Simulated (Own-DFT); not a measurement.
# Energy and forces against displacement in beta-Si3N4, 112 atoms (N64Si48)

All numbers below are calculated, not measured. The program, named Own-DFT, is a retired in-house plane-wave density functional code that no person has reviewed. Each row is one single-point run on a periodic cell that was not relaxed, without spin or spin-orbit coupling.

Settings of every run: PBE; PseudoDojo norm-conserving scalar-relativistic files; cutoff 42 hartree; 2 x 2 x 4 k mesh centred on Gamma; Fermi-Dirac smearing of 0.1 eV.

Known limits, some of them of some rows only: some atoms lie very close together; forces on such cells moved up to 12 meV/angstrom on a denser k mesh; stress not checked against mesh or cutoff.

Cell vectors in Å: (15.212, 0.000, 0.000); (-7.606, 13.174, 0.000); (0.000, 0.000, 5.818). In each run every atom was moved at random and independently from its ideal site; u is the rms move along one axis. E is the free energy for each atom above the fitted value at u = 0, and F the rms of the force components.

```
run   u (Å)  E (meV/atom)  F (eV/Å)  largest force (eV/Å)  P (GPa)
  1  0.0191          17.9     0.854                  3.03     5.46
  2  0.0199          20.9     0.913                  4.05     5.60
  3  0.0204             ?         ?                     ?        ?
  4  0.0447          91.9     1.822                  6.21     7.81
  5  0.0491          99.7     1.847                  7.00     7.65
  6  0.0512         125.2     2.139                  8.91     8.19
  7  0.0979         481.7     4.473                 21.23    17.60
  8  0.0999         460.7     4.623                 20.73    16.84
  9  0.1014         564.9     5.558                 36.51    18.89
 10  0.1536        1290.1     9.980                 57.48    38.83
```

## Worked fit

For small independent moves the energy grows as E = (3/2) K u², with K the mean stiffness felt by one atom. The runs with u up to 0.11 Å give K = 32.3 ± 1.4 eV/Å², with residuals divided by u² + 0.0006 Å², since the noise grows with the moves. The scatter is 11.7 meV/atom at u = 0.05 Å. The forces follow F = G u with G = 45.0 eV/Å²; no force at u = 0 is resolved. G exceeds K because the moves of its neighbours add to the force on an atom, and stiffness differs between atoms. At u = 0.154 Å the parabola gives 1142 meV/atom and the run 1290. The pressure follows P = 4.95 + 1288 u² GPa: at fixed volume, shortened bonds push harder than stretched ones pull.

## Withheld run

Question: what energy and rms force should run 3 give?

The fit gives 20 ± 4 meV/atom and about 0.92 eV/Å. The calculation gave 20.4 meV/atom and 0.899 eV/Å.
